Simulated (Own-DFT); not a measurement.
Simulation results for GaP (zincblende, strained, atoms displaced)

All values are calculated (Own-DFT development build). A calculation, not a measurement: plane-wave PBE density functional theory by an unreviewed code, no spin, of a simulated periodic cell, stress positive in tension, free energy of the whole cell less one offset for each atom, forces on such cells passed a denser k mesh, this cell's mesh not checked; offsets are fitted by least squares, one for each functional and potential file, so energies compare only between cells with the same atoms and settings and are not formation energies; the far tail of each file's local potential was reset to the Coulomb form; each entry is a single point on an unrelaxed cell, so the pressure reflects the starting lattice, mostly measured values (interpolated for alloys), from which strain is counted, and rises with the displacements; printed positions are rounded, which can move forces by about a meV/angstrom; the program, named Own-DFT, is a retired in-house code; no spin-orbit coupling.

Common to all runs: functional PBE; potential files PseudoDojo norm-conserving, scalar-relativistic, standard set; wave cutoff 42 hartree; occupations Fermi-Dirac; smearing width 0.1 eV; hardware one NVIDIA H100; k mesh 3 x 3 x 3 centred on Gamma.

(1) 
```cif
# cell vector a (Å): 10.8620 0.0000 0.0000
# cell vector b (Å): 0.0000 10.8620 0.0000
# cell vector c (Å): 0.0000 0.0000 10.9361
data_GaP
_symmetry_space_group_name_H-M 'P 1'
_symmetry_Int_Tables_number 1
_cell_length_a 10.8620
_cell_length_b 10.8620
_cell_length_c 10.9361
_cell_angle_alpha 90.000
_cell_angle_beta 90.000
_cell_angle_gamma 90.000
_cell_volume 1290.27
loop_
_atom_site_label
_atom_site_type_symbol
_atom_site_fract_x
_atom_site_fract_y
_atom_site_fract_z
_atom_site_occupancy
Ga1 Ga 0.00644 0.99852 0.99777 1
Ga2 Ga 0.99704 0.24986 0.23699 1
Ga3 Ga 0.24066 0.99693 0.25772 1
Ga4 Ga 0.24064 0.24584 0.99884 1
P1 P 0.12745 0.13191 0.12508 1
P2 P 0.12778 0.38150 0.37318 1
P3 P 0.37659 0.14453 0.38236 1
P4 P 0.36754 0.36836 0.12919 1
Ga5 Ga 0.01383 0.99950 0.49638 1
Ga6 Ga 0.98998 0.25905 0.75056 1
Ga7 Ga 0.24976 0.99776 0.76386 1
Ga8 Ga 0.24473 0.24263 0.49077 1
P5 P 0.13126 0.12608 0.62282 1
P6 P 0.11548 0.37359 0.87774 1
P7 P 0.37921 0.12312 0.87102 1
P8 P 0.37845 0.36427 0.62332 1
Ga9 Ga 0.00019 0.50225 0.00337 1
Ga10 Ga 0.99535 0.75293 0.25799 1
Ga11 Ga 0.25579 0.50121 0.24095 1
Ga12 Ga 0.24481 0.73800 0.99874 1
P9 P 0.12326 0.62755 0.12465 1
P10 P 0.11293 0.86509 0.37751 1
P11 P 0.38697 0.62391 0.37658 1
P12 P 0.37315 0.87365 0.11643 1
Ga13 Ga 0.99933 0.49715 0.49984 1
Ga14 Ga 0.98629 0.75694 0.75713 1
Ga15 Ga 0.23625 0.49101 0.74601 1
Ga16 Ga 0.24493 0.76119 0.49476 1
P13 P 0.12426 0.62965 0.63194 1
P14 P 0.12235 0.88063 0.87030 1
P15 P 0.39011 0.62901 0.87004 1
P16 P 0.39421 0.87622 0.63329 1
Ga17 Ga 0.50715 0.01198 0.00037 1
Ga18 Ga 0.50959 0.25390 0.25708 1
Ga19 Ga 0.74244 0.00013 0.25466 1
Ga20 Ga 0.73655 0.24907 0.97566 1
P17 P 0.61762 0.13702 0.13330 1
P18 P 0.64341 0.37173 0.36650 1
P19 P 0.87555 0.13220 0.36839 1
P20 P 0.86666 0.38208 0.12200 1
Ga21 Ga 0.49089 0.00148 0.49894 1
Ga22 Ga 0.48511 0.24557 0.74487 1
Ga23 Ga 0.74963 0.00491 0.74602 1
Ga24 Ga 0.75024 0.24005 0.50430 1
P21 P 0.61918 0.12257 0.63689 1
P22 P 0.62189 0.36698 0.88874 1
P23 P 0.86792 0.11720 0.87908 1
P24 P 0.86810 0.38925 0.63159 1
Ga25 Ga 0.50074 0.49852 0.99396 1
Ga26 Ga 0.51132 0.74161 0.25952 1
Ga27 Ga 0.74898 0.49567 0.25747 1
Ga28 Ga 0.74497 0.75443 0.99823 1
P25 P 0.63081 0.62527 0.12886 1
P26 P 0.62210 0.87476 0.37061 1
P27 P 0.86954 0.63917 0.37169 1
P28 P 0.86777 0.89230 0.13381 1
Ga29 Ga 0.49720 0.49804 0.50141 1
Ga30 Ga 0.49194 0.75500 0.73922 1
Ga31 Ga 0.75449 0.49680 0.74627 1
Ga32 Ga 0.73661 0.74705 0.49755 1
P29 P 0.63042 0.62193 0.62125 1
P30 P 0.62280 0.86505 0.86866 1
P31 P 0.87844 0.61492 0.86641 1
P32 P 0.86458 0.86871 0.62790 1
_calc_free_energy_of_cell_above_offsets '-28.437'  # eV
_calc_pressure 4.65  # GPa
_calc_stress_xx -4.69  # GPa
_calc_stress_yy -5.01  # GPa
_calc_stress_zz -4.24  # GPa
_calc_stress_yz 1.08  # GPa
_calc_stress_xz 0.55  # GPa
_calc_stress_xy 0.9  # GPa
_calc_wall_time 551.8  # s
```

Force:
| element | x (eV/Å) | y (eV/Å) | z (eV/Å) |
| --- | --- | --- | --- |
| Ga | -0.673 | 0.582 | 1.022 |
| Ga | -0.28 | 1.276 | 0.56 |
| Ga | 1.181 | 0.148 | -0.687 |
| Ga | 1.295 | 0.545 | -0.687 |
| P | -0.525 | -1.628 | 0.273 |
| P | -0.483 | -0.512 | -0.434 |
| P | 0.698 | -2.73 | -1.512 |
| P | 1.15 | 0.08 | -1.043 |
| Ga | -2.085 | 0.551 | 0.868 |
| Ga | -0.007 | -1.074 | -0.141 |
| Ga | 0.793 | 0.448 | -1.769 |
| Ga | -0.739 | 1.88 | 1.29 |
| P | -0.652 | -0.181 | 0.991 |
| P | 0.599 | -0.141 | 0.142 |
| P | -1.019 | 0.251 | 1.255 |
| P | -1.669 | 1.427 | -0.829 |
| Ga | -0.523 | -0.098 | 0.087 |
| Ga | -0.651 | -0.151 | -2.21 |
| Ga | -0.251 | 0.589 | 1.029 |
| Ga | 1.046 | 1.146 | -0.707 |
| P | -0.505 | -0.091 | 0.702 |
| P | 1.446 | 1.36 | -0.36 |
| P | -1.885 | 0.146 | -0.017 |
| P | 0.094 | 0.087 | 1.083 |
| Ga | -0.003 | 1.233 | -0.073 |
| Ga | 0.816 | -0.389 | -0.634 |
| Ga | 1.584 | 0.404 | 0.261 |
| Ga | 1.58 | -1.455 | 1.417 |
| P | -0.389 | 0.403 | -0.808 |
| P | -0.282 | -1.685 | 0.858 |
| P | -2.143 | -0.979 | -0.043 |
| P | -4.303 | 2.073 | -2.361 |
| Ga | -0.243 | -1.36 | 0.105 |
| Ga | -1.309 | 0.915 | -0.106 |
| Ga | -0.156 | 1.392 | 0.047 |
| Ga | 2.828 | -2.216 | 3.884 |
| P | 1.446 | -1.255 | -1.299 |
| P | -2.099 | -0.662 | 2.669 |
| P | 0.422 | -1.092 | 0.811 |
| P | 0.327 | -0.915 | -0.649 |
| Ga | 1 | 0.533 | -0.281 |
| Ga | 1.632 | 0.36 | 0.969 |
| Ga | -0.121 | -1.326 | 0.599 |
| Ga | 0.078 | 0.642 | 0.429 |
| P | 0.077 | 0.326 | -1.627 |
| P | -2.366 | 2.663 | -4.229 |
| P | 0.949 | 0.646 | -0.592 |
| P | 1.323 | -2.703 | -2.313 |
| Ga | -0.264 | 0.323 | 1.642 |
| Ga | -0.934 | 0.561 | -1.743 |
| Ga | 1.377 | 1.949 | -1.511 |
| Ga | 0.98 | -0.51 | 0.321 |
| P | -0.298 | -0.623 | -0.459 |
| P | -0.294 | 0.827 | 1.221 |
| P | -0.044 | -1.981 | 0.898 |
| P | 1.197 | -1.686 | -1.403 |
| Ga | 1.054 | -0.744 | 0.057 |
| Ga | 2.886 | -2.65 | 1.741 |
| Ga | -2.342 | 0.97 | 1.772 |
| Ga | 0.924 | 0.787 | -0.001 |
| P | -1.286 | -0.411 | 0.801 |
| P | -0.003 | 1.619 | 0.231 |
| P | -0.478 | 1.08 | 1.665 |
| P | 0.52 | 1.029 | -1.17 |

(2) 
```cif
# cell vector a (Å): 10.8620 0.0000 0.0000
# cell vector b (Å): 0.0000 10.8620 0.0000
# cell vector c (Å): 0.0000 0.0000 10.9361
data_GaP
_symmetry_space_group_name_H-M 'P 1'
_symmetry_Int_Tables_number 1
_cell_length_a 10.8620
_cell_length_b 10.8620
_cell_length_c 10.9361
_cell_angle_alpha 90.000
_cell_angle_beta 90.000
_cell_angle_gamma 90.000
_cell_volume 1290.27
loop_
_atom_site_label
_atom_site_type_symbol
_atom_site_fract_x
_atom_site_fract_y
_atom_site_fract_z
_atom_site_occupancy
Ga1 Ga 0.00960 0.01580 0.99428 1
Ga2 Ga 0.99957 0.24774 0.26440 1
Ga3 Ga 0.24971 0.98717 0.25241 1
Ga4 Ga 0.26044 0.26545 0.99945 1
P1 P 0.12006 0.13174 0.11771 1
P2 P 0.12633 0.38245 0.37265 1
P3 P 0.38335 0.12501 0.39252 1
P4 P 0.38502 0.37492 0.12474 1
Ga5 Ga 0.00774 0.00351 0.50843 1
Ga6 Ga 0.00091 0.24099 0.76820 1
Ga7 Ga 0.24785 0.00651 0.75897 1
Ga8 Ga 0.24510 0.25197 0.49007 1
P5 P 0.12227 0.12213 0.62609 1
P6 P 0.12013 0.36384 0.87784 1
P7 P 0.37743 0.13011 0.86510 1
P8 P 0.37589 0.38271 0.61588 1
Ga9 Ga 0.98519 0.49320 0.99225 1
Ga10 Ga 0.00468 0.75719 0.24723 1
Ga11 Ga 0.24649 0.51031 0.24780 1
Ga12 Ga 0.25134 0.74335 0.99744 1
P9 P 0.12922 0.63198 0.13114 1
P10 P 0.10872 0.87284 0.36659 1
P11 P 0.37369 0.62871 0.37318 1
P12 P 0.37461 0.87157 0.12704 1
Ga13 Ga 0.98964 0.50379 0.50265 1
Ga14 Ga 0.98767 0.74370 0.75508 1
Ga15 Ga 0.24333 0.49037 0.75734 1
Ga16 Ga 0.24901 0.74222 0.48852 1
P13 P 0.12851 0.62327 0.61815 1
P14 P 0.11802 0.86328 0.88094 1
P15 P 0.36620 0.61739 0.88097 1
P16 P 0.36943 0.87884 0.61716 1
Ga17 Ga 0.50991 0.99230 0.00650 1
Ga18 Ga 0.49886 0.24064 0.25601 1
Ga19 Ga 0.75258 0.00632 0.24474 1
Ga20 Ga 0.75036 0.25702 0.99932 1
P17 P 0.61265 0.12996 0.13170 1
P18 P 0.63520 0.37931 0.37542 1
P19 P 0.87097 0.12096 0.36876 1
P20 P 0.87400 0.37090 0.13814 1
Ga21 Ga 0.51532 0.00859 0.50175 1
Ga22 Ga 0.49735 0.24713 0.74794 1
Ga23 Ga 0.74886 0.00728 0.74889 1
Ga24 Ga 0.75065 0.26141 0.50087 1
P21 P 0.62141 0.11140 0.62185 1
P22 P 0.62835 0.36618 0.88550 1
P23 P 0.86439 0.12691 0.87195 1
P24 P 0.88055 0.37721 0.61282 1
Ga25 Ga 0.49744 0.49613 0.00963 1
Ga26 Ga 0.50291 0.74947 0.23789 1
Ga27 Ga 0.74767 0.50019 0.24169 1
Ga28 Ga 0.75118 0.74706 0.00123 1
P25 P 0.62224 0.62626 0.12952 1
P26 P 0.61254 0.87345 0.39194 1
P27 P 0.87570 0.63903 0.38133 1
P28 P 0.87331 0.87365 0.11406 1
Ga29 Ga 0.50322 0.49812 0.51229 1
Ga30 Ga 0.50053 0.75664 0.75547 1
Ga31 Ga 0.74336 0.49890 0.75374 1
Ga32 Ga 0.74743 0.75091 0.50647 1
P29 P 0.62073 0.64038 0.61672 1
P30 P 0.62677 0.88174 0.87111 1
P31 P 0.86341 0.63604 0.85370 1
P32 P 0.87284 0.88146 0.62547 1
_calc_free_energy_of_cell_above_offsets '-28.722'  # eV
_calc_pressure 4.59  # GPa
_calc_stress_xx -4.99  # GPa
_calc_stress_yy -4.74  # GPa
_calc_stress_zz -4.05  # GPa
_calc_stress_yz -0.68  # GPa
_calc_stress_xz -0.11  # GPa
_calc_stress_xy -1.18  # GPa
_calc_wall_time 541.5  # s
```

Force:
| element | x (eV/Å) | y (eV/Å) | z (eV/Å) |
| --- | --- | --- | --- |
| Ga | -1.314 | -1.713 | -0.45 |
| Ga | 0.565 | 0.021 | -0.793 |
| Ga | -0.202 | 1.398 | 0.212 |
| Ga | -0.26 | -1.626 | 0.021 |
| P | 1.749 | 0.683 | 1.462 |
| P | -0.538 | -0.033 | 0.083 |
| P | -1.298 | -0.284 | -1.74 |
| P | -1.226 | -0.186 | 1.864 |
| Ga | -1.402 | -0.691 | -1.318 |
| Ga | -0.501 | 0.138 | -2.552 |
| Ga | -0.259 | -1.554 | -0.908 |
| Ga | 0.14 | 0.116 | 1.01 |
| P | 0.777 | 1.37 | 0.759 |
| P | 0.277 | 1.44 | 0.441 |
| P | -0.248 | -0.513 | 2.183 |
| P | -1.021 | -1.541 | 1.713 |
| Ga | 0.392 | 0.953 | 0.507 |
| Ga | -2.009 | -1.092 | -1.114 |
| Ga | 0.985 | -0.96 | 0.258 |
| Ga | -0.285 | 0.725 | 0.694 |
| P | -1.349 | -0.685 | -1.468 |
| P | 2.162 | 1.285 | 2.118 |
| P | 1.302 | -1.013 | -0.587 |
| P | 0.003 | 0.156 | -1.068 |
| Ga | 1.403 | 0.935 | -1.041 |
| Ga | 2.684 | 1.981 | -2.587 |
| Ga | 0.09 | 0.553 | -1.117 |
| Ga | -0.508 | 1.438 | 0.651 |
| P | -0.725 | -0.133 | 1.243 |
| P | 0.382 | 1.182 | -0.532 |
| P | 1.426 | -0.128 | -0.724 |
| P | 0.096 | 0.049 | 0.733 |
| Ga | -1.129 | 0.761 | -0.382 |
| Ga | -0.444 | 1.469 | 1.039 |
| Ga | -1.036 | -1.423 | -0.037 |
| Ga | 0.568 | -1.276 | 1.752 |
| P | 1.899 | -0.719 | -1.28 |
| P | -1.725 | 0.063 | -0.209 |
| P | 0.473 | 0.413 | 1.822 |
| P | 0.273 | 0.097 | -1.332 |
| Ga | -2.926 | -1.871 | -0.395 |
| Ga | 0.679 | 0.68 | -1.048 |
| Ga | 0.086 | -0.867 | -0.421 |
| Ga | -0.035 | -1.801 | -0.16 |
| P | 2 | 3.759 | 1.817 |
| P | -1.443 | 1.625 | -1.709 |
| P | 0.403 | -0.094 | 1.139 |
| P | -0.668 | -0.863 | 2.975 |
| Ga | 0.789 | 0.825 | -1.258 |
| Ga | -0.612 | 0.67 | 2.266 |
| Ga | 0.579 | 0.854 | 1.405 |
| Ga | -0.599 | 0.237 | -0.58 |
| P | 0.77 | -0.475 | -1.384 |
| P | 1.661 | -0.724 | -2.825 |
| P | -0.262 | -0.897 | -1.304 |
| P | 0.591 | 0.941 | 0.655 |
| Ga | 0.611 | 1.161 | -1.987 |
| Ga | -1.19 | -0.195 | -0.729 |
| Ga | -0.466 | -0.417 | -1.502 |
| Ga | 0.781 | 1.229 | -0.807 |
| P | -0.466 | -1.84 | 2.163 |
| P | 0.336 | -0.725 | 0.745 |
| P | -1.072 | -2.531 | 3.281 |
| P | 0.289 | -0.337 | 0.338 |

(3) 
```cif
# cell vector a (Å): 10.8620 0.0000 0.0000
# cell vector b (Å): 0.0000 10.8620 0.0000
# cell vector c (Å): 0.0000 0.0000 10.9361
data_GaP
_symmetry_space_group_name_H-M 'P 1'
_symmetry_Int_Tables_number 1
_cell_length_a 10.8620
_cell_length_b 10.8620
_cell_length_c 10.9361
_cell_angle_alpha 90.000
_cell_angle_beta 90.000
_cell_angle_gamma 90.000
_cell_volume 1290.27
loop_
_atom_site_label
_atom_site_type_symbol
_atom_site_fract_x
_atom_site_fract_y
_atom_site_fract_z
_atom_site_occupancy
Ga1 Ga 0.01008 0.99813 0.00732 1
Ga2 Ga 0.99218 0.24807 0.24740 1
Ga3 Ga 0.26317 0.99451 0.25663 1
Ga4 Ga 0.25222 0.24452 0.00516 1
P1 P 0.11634 0.12037 0.13924 1
P2 P 0.12463 0.39182 0.37754 1
P3 P 0.37096 0.13169 0.37743 1
P4 P 0.37499 0.37177 0.12524 1
Ga5 Ga 0.99302 0.00075 0.49472 1
Ga6 Ga 0.01653 0.24785 0.74157 1
Ga7 Ga 0.25929 0.99890 0.75580 1
Ga8 Ga 0.24095 0.25359 0.50216 1
P5 P 0.12778 0.13056 0.63011 1
P6 P 0.13205 0.38182 0.87047 1
P7 P 0.38986 0.11994 0.85819 1
P8 P 0.37046 0.36765 0.62150 1
Ga9 Ga 0.99159 0.49758 0.00062 1
Ga10 Ga 0.00400 0.72714 0.24761 1
Ga11 Ga 0.24540 0.49668 0.25652 1
Ga12 Ga 0.24773 0.76063 0.98777 1
P9 P 0.12969 0.62664 0.12623 1
P10 P 0.11528 0.88350 0.37085 1
P11 P 0.38057 0.61437 0.37624 1
P12 P 0.37828 0.87410 0.11420 1
Ga13 Ga 0.99584 0.49548 0.49535 1
Ga14 Ga 0.99186 0.74205 0.73934 1
Ga15 Ga 0.24880 0.49380 0.75480 1
Ga16 Ga 0.23765 0.76104 0.50639 1
P13 P 0.11937 0.63162 0.63286 1
P14 P 0.11690 0.87816 0.87479 1
P15 P 0.37533 0.61968 0.86608 1
P16 P 0.36510 0.87335 0.63018 1
Ga17 Ga 0.50941 0.99745 0.98794 1
Ga18 Ga 0.48840 0.25399 0.23887 1
Ga19 Ga 0.75056 0.99702 0.26050 1
Ga20 Ga 0.74261 0.24566 0.01151 1
P17 P 0.62027 0.13250 0.12025 1
P18 P 0.62292 0.37152 0.36125 1
P19 P 0.87754 0.12809 0.35907 1
P20 P 0.86143 0.37931 0.12629 1
Ga21 Ga 0.48765 0.00074 0.49951 1
Ga22 Ga 0.51204 0.24511 0.76046 1
Ga23 Ga 0.75066 0.00226 0.74196 1
Ga24 Ga 0.75672 0.24988 0.50049 1
P21 P 0.62669 0.13665 0.63010 1
P22 P 0.62031 0.39278 0.87367 1
P23 P 0.89159 0.12542 0.87600 1
P24 P 0.87110 0.36723 0.63233 1
Ga25 Ga 0.50565 0.49484 0.99524 1
Ga26 Ga 0.49649 0.75230 0.24404 1
Ga27 Ga 0.74841 0.49544 0.24987 1
Ga28 Ga 0.75370 0.74559 0.00036 1
P25 P 0.62213 0.62943 0.12243 1
P26 P 0.62243 0.88631 0.37642 1
P27 P 0.86447 0.62593 0.37801 1
P28 P 0.87012 0.87319 0.11465 1
Ga29 Ga 0.50981 0.49982 0.50223 1
Ga30 Ga 0.49064 0.75536 0.73974 1
Ga31 Ga 0.75124 0.49975 0.74634 1
Ga32 Ga 0.75149 0.76118 0.49485 1
P29 P 0.62014 0.62314 0.61687 1
P30 P 0.64598 0.87789 0.86433 1
P31 P 0.87167 0.62561 0.87744 1
P32 P 0.86569 0.87941 0.62830 1
_calc_free_energy_of_cell_above_offsets '-29.787'  # eV
_calc_pressure 4.39  # GPa
_calc_stress_xx -4.7  # GPa
_calc_stress_yy -4.52  # GPa
_calc_stress_zz -3.96  # GPa
_calc_stress_yz -0.6  # GPa
_calc_stress_xz 1.58  # GPa
_calc_stress_xy -0.06  # GPa
_calc_wall_time 568  # s
```

Force:
| element | x (eV/Å) | y (eV/Å) | z (eV/Å) |
| --- | --- | --- | --- |
| Ga | -1.141 | 0.206 | -0.199 |
| Ga | 0.914 | 2.172 | -0.435 |
| Ga | -0.779 | 0.197 | -0.567 |
| Ga | -0.356 | -0.384 | -0.679 |
| P | 1.949 | 0.192 | -0.717 |
| P | -0.817 | -2.813 | -0.202 |
| P | 0.095 | 0.08 | -0.194 |
| P | -1.161 | 1.477 | -0.97 |
| Ga | 0.091 | 0.629 | 0.771 |
| Ga | -1.667 | 1.27 | 2.009 |
| Ga | -1.632 | 0.141 | -0.162 |
| Ga | 0.138 | 0.15 | -0.512 |
| P | 0.698 | -2.352 | -1.66 |
| P | -1.437 | -1.581 | 1.756 |
| P | -1.315 | 0.04 | 2.589 |
| P | 1.115 | 0.647 | 0.691 |
| Ga | 0.851 | 0.057 | 0.01 |
| Ga | -1.294 | 2.046 | 0.574 |
| Ga | 1.339 | 0.987 | -1.31 |
| Ga | 0.314 | -1.3 | 0.263 |
| P | 0.62 | -0.968 | -1.351 |
| P | 0.682 | -1.353 | -0.193 |
| P | -0.693 | 1.615 | 0.111 |
| P | -0.055 | 0.571 | 0.252 |
| Ga | -0.938 | 1.17 | 1.58 |
| Ga | -0.726 | 1.337 | 1.525 |
| Ga | 0.893 | 1.013 | -1.763 |
| Ga | 0.048 | -0.985 | -1.093 |
| P | 0.903 | -1.741 | -1.407 |
| P | 0.365 | -0.159 | -1.093 |
| P | 0.154 | 0.92 | 0.956 |
| P | 0.389 | 0.7 | -1.333 |
| Ga | 0.352 | -0.108 | 0.175 |
| Ga | 1.2 | -1.078 | 1.306 |
| Ga | -0.058 | 0.285 | -2.213 |
| Ga | 1.272 | 0.989 | -2.369 |
| P | -0.741 | -2.001 | 1.309 |
| P | -0.074 | -0.376 | 1.48 |
| P | -0.819 | -0.473 | 2.555 |
| P | 1.579 | -0.741 | -0.473 |
| Ga | 0.628 | 0.576 | 0.815 |
| Ga | -0.304 | 2.205 | -0.986 |
| Ga | 0.497 | 1.89 | 0.791 |
| Ga | -0.722 | -0.053 | -1.026 |
| P | 0.149 | -1.384 | -1.38 |
| P | 1.679 | -2.676 | -0.659 |
| P | -1.131 | 0.314 | 0.023 |
| P | 1.074 | 0.55 | -0.657 |
| Ga | -1.738 | 1.722 | 1.486 |
| Ga | 0.055 | -0.312 | 0.707 |
| Ga | -0.778 | 1.406 | 0.19 |
| Ga | -0.794 | 0.298 | -0.283 |
| P | 0.254 | -0.585 | 0.092 |
| P | -0.936 | -1.03 | 0.108 |
| P | 0.721 | -0.411 | -0.326 |
| P | 0.765 | 0.057 | 1.787 |
| Ga | -1.133 | -1.563 | -0.876 |
| Ga | 1.618 | -0.896 | 1.111 |
| Ga | -0.275 | 0.755 | -0.019 |
| Ga | -0.873 | -0.54 | 0.422 |
| P | 1.355 | 1.385 | 0.968 |
| P | -2.15 | -1.235 | 0.692 |
| P | 0.384 | -0.449 | -0.793 |
| P | 1.395 | -0.504 | -1.206 |

(4) 
```cif
# cell vector a (Å): 10.8620 0.0000 0.0000
# cell vector b (Å): 0.0000 10.8620 0.0000
# cell vector c (Å): 0.0000 0.0000 10.9361
data_GaP
_symmetry_space_group_name_H-M 'P 1'
_symmetry_Int_Tables_number 1
_cell_length_a 10.8620
_cell_length_b 10.8620
_cell_length_c 10.9361
_cell_angle_alpha 90.000
_cell_angle_beta 90.000
_cell_angle_gamma 90.000
_cell_volume 1290.27
loop_
_atom_site_label
_atom_site_type_symbol
_atom_site_fract_x
_atom_site_fract_y
_atom_site_fract_z
_atom_site_occupancy
Ga1 Ga 0.99540 0.99790 0.98678 1
Ga2 Ga 0.99647 0.25536 0.24501 1
Ga3 Ga 0.24594 0.00172 0.25086 1
Ga4 Ga 0.25737 0.25205 0.01112 1
P1 P 0.12399 0.10957 0.13133 1
P2 P 0.13529 0.39232 0.37834 1
P3 P 0.39981 0.12711 0.37263 1
P4 P 0.37997 0.37855 0.13264 1
Ga5 Ga 0.99661 0.99131 0.50080 1
Ga6 Ga 0.99102 0.23532 0.74436 1
Ga7 Ga 0.24930 0.00547 0.74663 1
Ga8 Ga 0.25168 0.24008 0.50788 1
P5 P 0.13552 0.13916 0.63723 1
P6 P 0.13129 0.36688 0.87056 1
P7 P 0.37757 0.11747 0.87281 1
P8 P 0.37011 0.37065 0.61883 1
Ga9 Ga 0.99467 0.48576 0.00047 1
Ga10 Ga 0.99507 0.74430 0.25830 1
Ga11 Ga 0.24469 0.48770 0.25376 1
Ga12 Ga 0.25413 0.75080 0.99696 1
P9 P 0.13376 0.61955 0.13465 1
P10 P 0.12685 0.87928 0.37378 1
P11 P 0.37529 0.61554 0.39630 1
P12 P 0.37942 0.87674 0.13174 1
Ga13 Ga 0.00516 0.50448 0.50195 1
Ga14 Ga 0.99209 0.73789 0.75357 1
Ga15 Ga 0.24889 0.51275 0.75161 1
Ga16 Ga 0.23499 0.75323 0.49078 1
P13 P 0.12326 0.62363 0.61929 1
P14 P 0.13029 0.86768 0.86540 1
P15 P 0.37505 0.62881 0.87415 1
P16 P 0.37143 0.88470 0.62265 1
Ga17 Ga 0.50657 0.99740 0.99841 1
Ga18 Ga 0.49985 0.25017 0.25891 1
Ga19 Ga 0.74095 0.98603 0.23940 1
Ga20 Ga 0.74905 0.24163 0.01646 1
P17 P 0.60745 0.11865 0.12301 1
P18 P 0.63654 0.37696 0.36839 1
P19 P 0.86845 0.11587 0.36035 1
P20 P 0.87203 0.37848 0.12522 1
Ga21 Ga 0.50153 0.00725 0.49779 1
Ga22 Ga 0.50844 0.23638 0.75606 1
Ga23 Ga 0.75773 0.00306 0.76362 1
Ga24 Ga 0.74191 0.25722 0.48892 1
P21 P 0.62805 0.12973 0.62848 1
P22 P 0.62920 0.37456 0.88591 1
P23 P 0.86789 0.14043 0.86844 1
P24 P 0.87236 0.37012 0.62178 1
Ga25 Ga 0.49449 0.49302 0.99955 1
Ga26 Ga 0.50230 0.74104 0.25490 1
Ga27 Ga 0.74614 0.50785 0.26358 1
Ga28 Ga 0.75713 0.75662 0.00034 1
P25 P 0.60643 0.62139 0.12024 1
P26 P 0.62364 0.87090 0.37925 1
P27 P 0.87821 0.62736 0.37706 1
P28 P 0.88428 0.87393 0.11023 1
Ga29 Ga 0.50621 0.48894 0.49318 1
Ga30 Ga 0.49991 0.75407 0.74643 1
Ga31 Ga 0.75190 0.49600 0.75079 1
Ga32 Ga 0.75842 0.74191 0.48994 1
P29 P 0.61212 0.62036 0.61997 1
P30 P 0.62277 0.87153 0.87164 1
P31 P 0.86818 0.63262 0.88831 1
P32 P 0.87152 0.87285 0.63317 1
_calc_free_energy_of_cell_above_offsets '-29.122'  # eV
_calc_pressure 4.29  # GPa
_calc_stress_xx -4.31  # GPa
_calc_stress_yy -4.43  # GPa
_calc_stress_zz -4.13  # GPa
_calc_stress_yz 0.69  # GPa
_calc_stress_xz 0.88  # GPa
_calc_stress_xy -0.37  # GPa
_calc_wall_time 576.8  # s
```

Force:
| element | x (eV/Å) | y (eV/Å) | z (eV/Å) |
| --- | --- | --- | --- |
| Ga | 1.092 | 0.542 | -0.548 |
| Ga | 0.787 | -0.395 | 0.78 |
| Ga | 1.891 | -0.335 | 0.409 |
| Ga | -0.374 | -0.963 | -0.542 |
| P | -0.8 | 2.103 | -1.428 |
| P | -2.315 | -3.841 | 1.54 |
| P | -3.995 | -0.707 | 0.765 |
| P | -0.323 | -0.715 | 0.174 |
| Ga | -0.023 | 1.141 | 0.385 |
| Ga | 1.032 | 2.419 | -0.297 |
| Ga | 0.283 | -0.709 | 0.572 |
| Ga | 0.822 | 1.198 | -1.908 |
| P | -1.693 | -2.17 | -1.22 |
| P | -0.761 | 0.362 | 0.281 |
| P | -0.193 | 0.487 | 1.069 |
| P | 1.26 | 0.43 | 1.416 |
| Ga | 1.385 | 1.247 | -0.6 |
| Ga | 1.39 | 0.902 | -1.692 |
| Ga | 2.431 | 2.36 | -1.021 |
| Ga | -0.213 | 0.227 | 1.131 |
| P | -1.127 | 0.465 | -1.066 |
| P | -1.076 | -0.031 | -0.406 |
| P | -0.654 | 0.903 | -2.211 |
| P | -0.273 | -0.39 | -0.338 |
| Ga | -0.799 | -0.991 | 0.003 |
| Ga | 0.605 | 0.532 | -0.332 |
| Ga | 0.172 | -1.373 | -0.526 |
| Ga | 1.782 | -0.452 | 1.278 |
| P | -0.145 | 0.944 | 1.131 |
| P | -0.684 | 0.509 | 0.235 |
| P | 0.541 | -0.226 | 0.025 |
| P | -0.019 | -0.772 | -0.609 |
| Ga | -1.553 | -0.922 | -0.735 |
| Ga | 1.212 | 1.515 | -1.827 |
| Ga | 0.244 | 0.293 | -0.065 |
| Ga | -0.618 | 0.626 | -0.361 |
| P | 1.893 | 0.8 | 1.04 |
| P | -1.89 | -0.226 | -0.08 |
| P | 0.19 | 0.605 | 1.01 |
| P | -0.791 | -0.229 | 1.008 |
| Ga | 0.981 | -1.098 | 1.378 |
| Ga | -0.933 | 1.764 | 0.096 |
| Ga | -1.246 | -0.559 | -1.356 |
| Ga | 1.45 | -1.897 | 1.175 |
| P | 0.9 | -0.887 | -0.848 |
| P | -0.102 | -0.692 | -0.621 |
| P | 0.112 | -1.378 | 2.251 |
| P | 0.453 | 0.448 | -0.332 |
| Ga | -0.099 | 0.286 | -0.723 |
| Ga | -1.194 | 0.255 | 0.748 |
| Ga | 0.435 | 0.72 | -2.49 |
| Ga | -2.307 | -0.227 | 0.539 |
| P | 2.412 | 0.479 | 0.497 |
| P | 0.368 | -0.203 | -0.318 |
| P | 0.284 | -1.239 | -0.042 |
| P | -0.545 | -0.075 | 2.018 |
| Ga | -0.576 | -0.472 | 1.039 |
| Ga | -0.571 | -0.147 | -0.544 |
| Ga | -0.527 | 0.707 | 0.165 |
| Ga | -1.753 | 1.221 | 2.026 |
| P | 1.821 | 0.141 | 0.354 |
| P | 0.844 | 0.329 | 0.438 |
| P | 0.98 | -2.364 | -1.395 |
| P | 0.12 | -0.276 | -0.495 |
